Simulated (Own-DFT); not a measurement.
SiC (4H silicon carbide, atoms displaced) (calculated)

A calculation, not a measurement: plane-wave PBE density functional theory by an unreviewed code, no spin, of a simulated periodic cell, stress positive in tension, free energy of the whole cell less one offset for each atom, forces on such cells passed a denser k mesh, this cell's mesh not checked; offsets are fitted by least squares, one for each functional and potential file, so energies compare only between cells with the same atoms and settings and are not formation energies; the far tail of each file's local potential was reset to the Coulomb form; each entry is a single point on an unrelaxed cell, so the pressure reflects the starting lattice, mostly measured values (interpolated for alloys), from which strain is counted, and rises with the displacements; printed positions are rounded, which can move forces by about a meV/angstrom; the program, named Own-DFT, is a retired in-house code; no spin-orbit coupling. Program: Own-DFT development build.

Common to all runs: functional PBE; potential files PseudoDojo norm-conserving, scalar-relativistic, standard set; wave cutoff 42 hartree; occupations Fermi-Dirac; smearing width 0.1 eV; hardware one NVIDIA H200; k mesh 3 x 3 x 3 centred on Gamma.

(1) SiC (4H silicon carbide, atoms displaced)

```xyz
128
Lattice="12.3308 0.0000 0.0000 -6.1654 10.6788 0.0000 0.0000 0.0000 10.0681" Properties=species:S:1:pos:R:3 SiC
Si     0.0263     0.0282     4.0297
Si     0.0202     1.7020     1.6551
C     -6.1184    10.6375     0.8924
C      0.0209     1.7802     3.4566
Si    10.7829     2.6211     4.0832
Si    -1.5322     4.4517     1.4543
C     10.6698     2.6792     0.9002
C     -1.5333     4.4159     3.5535
Si    -3.0686     5.3389     4.0456
Si    -3.0432     7.0299     1.4504
C      9.1489     5.2769     0.8950
C     -3.1219     7.0611     3.4711
Si     7.7412     7.9417     4.1398
Si    -4.6541     9.7766     1.5822
C     -4.6399     8.0767     0.8956
C     -4.5514     9.7470     3.4743
Si     3.0862     0.0043     4.1188
Si     3.1808     1.9230     1.4446
C     -3.0418    10.6564     0.8238
C      3.0028     1.7772     3.4454
Si     1.4820     2.5739     4.0311
Si     1.5319     4.3737     1.6607
C      1.6182     2.6446     0.9660
C      1.5214     4.4548     3.4784
Si     0.0290     5.3774     4.2406
Si    -0.0451     7.1938     1.5832
C      0.0517     5.3804     0.9375
C     -0.0489     7.0930     3.4826
Si    -1.5024     8.0049     4.0669
Si    -1.5131     9.7094     1.6570
C     -1.5728     7.9327     1.0218
C     -1.4397     9.7751     3.4685
Si     0.0960    10.6647     4.1390
Si     6.1862     1.8099     1.4513
C      0.0146    10.5924     0.9244
C      6.1390     1.7790     3.4267
Si     4.6685     2.7489     4.0297
Si     4.5436     4.4077     1.4327
C      4.6996     2.6806     1.0588
C      4.6744     4.3734     3.5157
Si     3.0685     5.3928     4.0457
Si     3.1349     7.1090     1.6012
C      3.0423     5.2974     0.9975
C      3.0918     7.1185     3.4496
Si     1.5665     8.0588     4.0173
Si     1.5718     9.8647     1.4889
C      1.6527     7.9862     1.0366
C      1.5436     9.7007     3.3872
Si     9.3468     0.0285     3.9111
Si     9.1734     1.7789     1.6270
C      3.0578    10.6426     0.9441
C      9.2096     1.7439     3.4470
Si     7.6583     2.7735     3.9738
Si     7.7599     4.4170     1.5833
C      7.6362     2.6766     1.0064
C      7.6478     4.4160     3.4581
Si     6.2726     5.3391     4.0340
Si     6.0995     7.1343     1.6479
C      6.2776     5.3033     1.0258
C      6.0954     7.1711     3.4769
Si     4.6539     7.9263     4.0253
Si     4.6152     9.7913     1.5218
C      4.5604     7.9971     1.0433
C      4.5447     9.7157     3.4261
Si     0.0501     0.0073     8.9797
Si     6.2398     8.9569     6.7021
C      6.1801    10.5608     6.0401
C      6.1617     8.8495     8.5485
Si    -4.6036     8.0534     9.0737
Si     7.7806     6.2695     6.6086
C     -4.6120     8.0962     5.9593
C      7.6861     6.2863     8.4525
Si     9.2176     5.3157     9.0515
Si     9.2007     3.5454     6.5698
C     -2.9354     5.4481     5.9750
C      9.2818     3.5376     8.4704
Si    10.7247     2.6499     9.1224
Si    10.8636     0.9386     6.7202
C     10.7016     2.5948     6.1924
C     10.7376     0.8288     8.4364
Si     9.2793     0.0032     9.1142
Si     3.1037     8.9159     6.6535
C      9.2185     0.1412     6.0155
C      3.0383     8.8981     8.5108
Si     4.4719     8.0968     9.2145
Si     4.6007     6.2850     6.5786
C      4.6019     8.0400     6.0758
C      4.6812     6.2723     8.4084
Si     6.2721     5.4151     9.1441
Si     6.1883     3.4750     6.7068
C      6.1084     5.4404     5.9910
C      6.2298     3.5703     8.4873
Si     7.6117     2.7446     9.0777
Si     7.7223     0.8809     6.5821
C      7.7945     2.6747     5.9004
C      7.6333     0.8897     8.4345
Si     6.1628     0.0480     9.1236
Si    -0.0514     8.9928     6.7709
C     -0.0799    10.6631     5.9537
C      0.0213     8.8983     8.5528
Si     1.4882     8.0624     9.1696
Si     1.5949     6.2369     6.5337
C      1.5362     8.0207     5.9584
C      1.4381     6.1187     8.5533
Si     3.0262     5.4609     9.1874
Si     3.1846     3.4973     6.5950
C      3.0789     5.3640     5.9083
C      3.1533     3.5651     8.6123
Si     4.5021     2.6049     9.1769
Si     4.6961     0.8433     6.7115
C      4.6255     2.7071     5.9489
C      4.6265     0.9024     8.5179
Si    -2.9174    10.6406     9.2133
Si    -3.0906     8.9064     6.6889
C      3.0809     0.0051     5.9731
C     -3.0885     9.0135     8.5399
Si    -1.5641     8.0230     9.0231
Si    -1.6057     6.1278     6.5790
C     -1.5860     8.0015     5.9817
C     -1.5222     6.3143     8.4715
Si    -0.0004     5.2408     9.0617
Si     0.0574     3.4762     6.5911
C      0.0851     5.4282     5.9984
C      0.0067     3.5585     8.4830
Si     1.5857     2.6101     9.1161
Si     1.5155     0.9157     6.6858
C      1.5717     2.5878     5.9995
C      1.5739     0.8757     8.3787
```

The calculation gives: free energy of cell above offsets -3.910 eV; pressure 6.53 GPa; stress xx -6.61 GPa; stress yy -6.22 GPa; stress zz -6.75 GPa; stress yz 0.6 GPa; stress xz 0.11 GPa; stress xy 1.07 GPa; wall time 539.7 s.

Force:
```
element  x (eV/Å)  y (eV/Å)  z (eV/Å)
     Si    -0.242     -2.69     1.764
     Si    -0.269     0.938    -3.268
      C    -1.444     0.971     0.038
      C    -2.229    -0.924      0.57
     Si    -0.729      0.66      1.38
     Si     0.288     0.393     1.958
      C     1.741     -1.01     1.058
      C     0.213     0.005    -1.343
     Si     0.296    -0.634     0.946
     Si    -2.841     1.088     2.286
      C     2.659     0.604     -0.69
      C     0.919     0.579    -1.316
     Si    -0.739     1.539    -1.118
     Si     2.019     0.212    -0.432
      C     0.196    -2.137     0.536
      C    -1.292     0.224    -0.364
     Si     1.184     0.165    -0.525
     Si    -1.967    -4.711     3.548
      C     0.095     0.842     5.434
      C     2.124    -0.075    -0.901
     Si     2.634     2.776     2.017
     Si    -0.815     1.609    -1.408
      C    -2.213     0.164    -0.889
      C    -0.146    -0.701     1.075
     Si    -0.551    -0.746    -3.493
     Si     2.321    -2.278      0.55
      C    -0.973    -1.072    -0.309
      C     1.533     0.235    -0.303
     Si    -1.292     0.136     1.338
     Si    -0.721      1.11    -1.607
      C     0.575     1.725    -2.649
      C    -1.355     0.462     0.806
     Si    -1.044      0.24    -1.876
     Si    -0.475    -2.833     3.414
      C    -0.751     1.905    -0.534
      C     1.012    -0.367    -0.148
     Si    -1.505    -3.917     1.538
     Si     3.018     1.987     3.351
      C    -0.504     0.057     -3.89
      C    -0.664     4.611    -2.583
     Si      0.91    -2.142     0.404
     Si    -1.708    -1.242     0.731
      C      0.14      1.04    -0.625
      C    -0.056    -0.039      0.11
     Si    -0.825    -2.115     1.762
     Si    -0.872    -2.996     1.871
      C    -2.637     1.229    -1.863
      C     0.821       3.6     0.075
     Si    -3.427    -1.421     3.981
     Si     0.699     -0.08     -1.87
      C     1.571     2.102    -1.056
      C     0.519     1.978    -0.225
     Si      0.01    -4.273     2.416
     Si    -1.645     -0.17     0.473
      C      2.14     0.178    -2.239
      C     3.245      2.32    -1.099
     Si    -4.049     0.759     2.093
     Si     2.082    -0.276    -1.923
      C    -2.791     1.192    -1.647
      C     3.562    -2.007    -0.226
     Si    -2.734     2.443     3.417
     Si     0.384     0.013       0.8
      C     1.436     0.499    -1.993
      C     3.421     0.745    -0.659
     Si    -0.432    -0.511     2.092
     Si    -2.019    -3.455    -0.937
      C    -0.287     4.655    -1.598
      C    -0.695     1.404    -0.027
     Si    -0.453    -0.126     1.661
     Si     -1.67     0.255    -1.176
      C     0.216    -1.485     1.582
      C     2.065    -0.089     0.416
     Si     0.709      0.85     0.314
     Si     1.171      1.23      0.83
      C    -7.373    -5.013    -2.466
      C    -2.104     0.689    -0.077
     Si     1.591    -0.496    -0.616
     Si    -1.743    -3.163    -3.671
      C     2.867     2.563    -4.083
      C     1.575      0.86     3.854
     Si    -2.066     0.027    -0.221
     Si    -0.995     0.999    -1.895
      C     2.377    -2.911    -1.425
      C     -0.93     0.781     0.547
     Si     3.306    -2.465    -1.182
     Si    -0.093    -0.243    -0.163
      C      1.26     0.577    -2.065
      C    -1.482     0.026       3.5
     Si     -2.56    -0.811     0.058
     Si    -0.068     2.173    -3.587
      C      2.85    -1.902    -0.777
      C    -3.205     1.257     1.408
     Si     3.484    -2.465     1.428
     Si     -1.01     0.881    -0.552
      C     -2.81    -0.012     0.102
      C     1.385     0.806     1.468
     Si     0.385    -1.036     0.613
     Si     0.712    -2.781    -4.325
      C     2.331     0.459     1.525
      C    -1.426     1.358      0.77
     Si     1.219    -2.577     0.677
     Si    -0.101     0.887     2.045
      C     0.001     1.053     0.623
      C     2.532     3.222    -1.833
     Si      1.41     -1.75    -1.138
     Si    -2.206     1.902     0.632
      C     0.587    -1.006     1.067
      C    -2.139     0.902    -1.887
     Si     3.581     1.308     0.161
     Si    -2.753     1.608    -3.302
      C     2.082    -2.027     0.643
      C     0.819    -0.237     0.649
     Si    -2.832     1.248    -3.433
     Si     0.566     0.805    -2.464
      C     0.383     0.194     1.479
      C      0.47      -2.7    -0.892
     Si     0.171     0.224     2.243
     Si     6.876     5.153     2.358
      C     0.644     0.085     0.998
      C    -0.892    -2.919     0.032
     Si    -1.373     1.918     1.915
     Si     -0.91     1.637     0.321
      C    -1.999    -2.577     1.369
      C    -0.146    -2.338     0.245
     Si    -0.777     1.077     0.012
     Si     1.225    -1.936    -4.612
      C    -0.225     1.316    -1.109
      C     0.657      0.16     5.206
```

(2) SiC (4H silicon carbide, atoms displaced)

```xyz
128
Lattice="12.3308 0.0000 0.0000 -6.1654 10.6788 0.0000 0.0000 0.0000 10.0681" Properties=species:S:1:pos:R:3 SiC
Si     6.0417    10.6236     4.1198
Si    -0.0051     1.8212     1.5821
C      6.0996    10.6414     0.8988
C      0.0431     1.7804     3.4445
Si    10.7317     2.6291     4.1150
Si    -1.4300     4.4725     1.5882
C     -1.5450     2.7103     1.0111
C     -1.4957     4.4849     3.4374
Si    -3.0804     5.3443     4.1019
Si    -2.9820     7.1813     1.5326
C     -3.0628     5.3062     0.9177
C     -3.0503     7.0985     3.4748
Si    -4.5683     7.9987     4.0750
Si    -4.5834     9.7573     1.5959
C      7.7093     7.9896     0.9357
C     -4.5959     9.8067     3.2506
Si    -3.0495    10.6242     4.0508
Si     3.1514     1.8056     1.4324
C      3.2529     0.1069     0.8736
C      3.0593     1.8360     3.4960
Si     1.5964     2.7093     4.2275
Si     1.5066     4.3821     1.5944
C      1.6562     2.6077     0.9047
C      1.5050     4.4595     3.5273
Si    -0.0860     5.3536     4.0168
Si    -0.0604     7.0887     1.5780
C     -0.0856     5.2772     0.9887
C     -0.1568     7.1228     3.5488
Si    -1.4761     7.9458     4.0184
Si    -1.5538     9.7382     1.6346
C     -1.5580     7.9409     0.9931
C     -1.4879     9.7863     3.3506
Si     0.0241    10.6435     4.1300
Si     6.1493     1.7753     1.4769
C      6.1672     0.0108     0.8957
C      6.1474     1.9350     3.3760
Si     4.5948     2.6929     4.0748
Si     4.6673     4.4858     1.5849
C      4.5546     2.6105     0.9355
C      4.6345     4.5150     3.4650
Si     3.0439     5.2997     4.0660
Si     3.0888     7.1012     1.5395
C      3.1208     5.2549     0.9236
C      3.1575     7.0439     3.5260
Si     1.4635     7.9540     4.1253
Si     1.4936     9.8242     1.6244
C      1.6157     7.9786     0.9929
C      1.5688     9.6658     3.4009
Si     3.1701    10.6777     4.0776
Si     9.1920     1.7746     1.5999
C      9.3256     0.0339     0.9542
C      9.3287     1.7664     3.3857
Si     7.7224     2.6258     4.1519
Si     7.7724     4.3336     1.5103
C      7.7891     2.6883     0.9723
C      7.7688     4.4001     3.4590
Si     6.2605     5.2966     4.0443
Si     6.1507     7.1211     1.5695
C      6.1684     5.3319     0.9002
C      6.1813     7.1711     3.3743
Si     4.6293     8.1331     4.1073
Si     4.6773     9.8497     1.5636
C      4.6856     8.0385     1.0123
C      4.6936     9.7715     3.5264
Si     0.0283     0.0450     9.0736
Si     6.0861     8.9539     6.6417
C     -6.1069    10.6446     5.9103
C      6.1009     8.9589     8.3888
Si    -4.5090     8.0217     9.1776
Si     7.7667     6.3194     6.6434
C      7.7326     7.8888     6.0224
C      7.6276     6.2012     8.3916
Si     9.2114     5.3624     9.1150
Si     9.3393     3.6028     6.6830
C     -3.0172     5.3024     5.9757
C      9.2131     3.6676     8.5610
Si    -1.5263     2.6902     9.0885
Si    10.7555     0.9213     6.5362
C     -1.5141     2.6836     5.9125
C     10.7960     0.7469     8.5980
Si     3.0429    10.5725     9.1050
Si     3.1073     8.8808     6.6167
C      9.1887     0.0077     5.9018
C      3.1258     8.9145     8.5079
Si     4.5020     8.0979     9.1454
Si     4.5586     6.1421     6.6078
C      4.5744     7.8511     6.0337
C      4.5201     6.2633     8.4226
Si     6.1676     5.4611     9.1685
Si     5.9939     3.6413     6.5799
C      6.1980     5.3734     5.9213
C      6.1029     3.5838     8.4725
Si     7.7939     2.7678     9.1921
Si     7.7097     0.8789     6.6227
C      7.6351     2.6983     6.0027
C      7.7755     0.8555     8.4441
Si     6.1214     0.1465     9.1687
Si     0.0146     8.8634     6.5986
C     -0.0110    10.6155     5.9030
C     -0.0355     8.9347     8.5024
Si     1.5735     7.9853     9.1159
Si     1.5050     6.2678     6.5610
C      1.6556     7.9875     5.9702
C      1.5396     6.1945     8.5816
Si     3.0205     5.2972     9.2016
Si     3.1775     3.4671     6.6568
C      3.1275     5.3397     5.9714
C      3.0502     3.5336     8.5840
Si     4.5599     2.6501     9.0133
Si     4.6096     0.9022     6.5221
C      4.5526     2.6333     5.9169
C      4.6648     0.8595     8.4383
Si    -3.1279    10.5399     9.1667
Si    -3.1117     8.8562     6.6204
C      3.0736     0.0615     5.9388
C     -3.0276     8.8477     8.5376
Si    -1.5512     7.9334     9.1094
Si    -1.5661     6.2130     6.6692
C     -1.5809     8.0724     6.0733
C     -1.5463     6.3592     8.5276
Si     0.0568     5.3633     9.1441
Si    -0.0438     3.5086     6.6292
C     -0.0597     5.3698     5.9509
C      0.0345     3.5268     8.4994
Si     1.6276     2.7578     9.1730
Si     1.5933     0.9684     6.6414
C      1.5526     2.6186     5.9993
C      1.5503     0.8560     8.5765
```

Results for SiC (4H silicon carbide, atoms displaced): free energy of cell above offsets -4.794 eV; pressure 6.57 GPa; stress xx -6.19 GPa; stress yy -5.37 GPa; stress zz -8.14 GPa; stress yz 0.33 GPa; stress xz -0.01 GPa; stress xy -0.56 GPa; wall time 516.8 s.

Force:
```
element  x (eV/Å)  y (eV/Å)  z (eV/Å)
     Si     5.494     2.893    -1.327
     Si     0.533     -1.43     -0.44
      C     3.134     1.568     0.182
      C    -0.856    -0.044     1.667
     Si     2.749      1.52    -2.543
     Si    -5.415    -2.302      0.66
      C     0.093    -0.373    -1.548
      C    -2.245     -1.57     0.444
     Si     0.732    -0.423    -0.646
     Si    -4.489    -3.507     1.789
      C     0.425     0.967     0.304
      C      0.05     0.406    -0.595
     Si    -0.863     0.293    -0.577
     Si    -0.647     1.188    -5.546
      C     1.015     0.161     0.043
      C    -0.089    -0.495     7.915
     Si    -0.989     1.638    -0.693
     Si    -1.767    -1.277     4.176
      C    -2.096    -3.421     1.256
      C     0.729     -1.21    -1.213
     Si    -1.335     -1.23    -3.194
     Si     1.247     0.191      0.41
      C    -3.121     1.615     0.919
      C    -0.303    -0.033    -0.987
     Si     1.688    -0.319     2.444
     Si     1.967       0.1     0.533
      C     4.785     2.462    -1.872
      C     6.554    -2.559    -3.054
     Si    -6.022     4.006     3.623
     Si      0.81     1.264    -3.913
      C     2.393      2.52    -2.167
      C    -0.203    -0.533      4.17
     Si     0.361     0.987    -2.959
     Si    -0.337     0.718     1.473
      C     0.036    -0.493      1.66
      C     0.768    -2.718     1.117
     Si     0.112     0.562    -1.515
     Si    -0.476    -1.698     -0.18
      C     4.277     3.004        -2
      C     0.184    -1.223    -0.138
     Si     1.535     0.825     0.928
     Si     1.403      -0.7         2
      C    -1.371     1.302     1.506
      C     -1.91     1.824    -1.422
     Si     2.146    -0.452    -1.197
     Si     1.727    -0.812    -2.262
      C     -2.49     0.702    -1.043
      C    -0.198     2.056     2.465
     Si    -1.958    -0.507    -1.037
     Si     2.951    -0.257    -1.354
      C    -2.262    -0.782     0.047
      C    -2.205    -0.758     2.509
     Si    -0.214     0.685    -1.014
     Si    -0.425     4.297     2.058
      C    -2.216      -2.2    -1.575
      C     0.148    -0.018      -0.5
     Si    -1.502     1.619     0.266
     Si     1.205     -0.29    -0.362
      C     0.912     0.033     1.346
      C     0.355    -0.559     2.469
     Si     0.116    -5.353     0.914
     Si    -1.096    -1.453     0.691
      C    -1.944     0.102    -1.653
      C    -2.951     0.857    -2.359
     Si    -0.371    -2.089     1.351
     Si     0.741    -2.461    -1.977
      C    -0.871     1.094     1.549
      C     1.167    -0.665     3.898
     Si    -3.301    -0.673    -1.656
     Si    -1.152    -5.096    -1.571
      C    -0.632     5.421    -2.188
      C     2.129     1.357     3.481
     Si     0.386     1.818      0.72
     Si    -2.702    -0.757    -1.262
      C    -0.939     0.974     0.659
      C     2.373    -1.718    -1.544
     Si    -0.502     -1.25     2.108
     Si     0.698    -1.634     1.492
      C    -1.016    -0.456     2.134
      C    -1.444     3.639    -2.918
     Si     0.712     2.762     1.437
     Si     0.821      0.19    -0.467
      C     1.341    -0.363     1.222
      C    -3.312    -0.623    -1.252
     Si     4.437    -2.454     0.214
     Si     2.318     0.846    -0.388
      C     0.931     4.111    -1.453
      C     0.606    -0.254     2.989
     Si    -2.243    -1.816    -2.289
     Si     3.294    -0.684     0.142
      C    -0.431     -0.03     0.631
      C     0.634     0.405     0.877
     Si    -2.506    -2.021    -2.082
     Si    -1.049     0.822    -1.239
      C     1.021    -0.439     0.618
      C    -0.951     1.288     1.942
     Si     1.966     -2.83    -2.042
     Si    -0.198     0.463      0.74
      C     0.321     0.908     1.945
      C     1.099    -0.292     0.656
     Si    -1.291     0.941     0.709
     Si     0.961    -2.181     0.983
      C     -2.77     0.653     0.448
      C      0.16     0.809    -1.717
     Si     1.996     0.797    -1.855
     Si    -3.384     2.549    -0.194
      C    -2.615    -2.296    -0.089
      C     1.558      1.34    -2.729
     Si     1.798    -0.407     2.358
     Si      0.95     -1.53     1.048
      C     1.735     0.239     0.543
      C    -2.423       0.9    -0.672
     Si     1.562      2.65    -1.253
     Si    -0.058     1.577     -0.02
      C    -0.259    -1.931     0.364
      C    -0.727     0.076      -0.7
     Si     1.531     4.562     1.511
     Si     0.565      1.41    -1.167
      C     1.212     -1.82    -2.296
      C     0.112    -5.933    -0.839
     Si    -2.349    -0.654     0.028
     Si     2.003     1.602    -0.795
      C     0.827    -0.705     0.551
      C    -0.361      0.93     0.188
     Si    -2.815    -3.374    -0.499
     Si    -0.834    -2.869     0.181
      C    -0.243     2.314     1.783
      C     1.149     1.493    -1.447
```
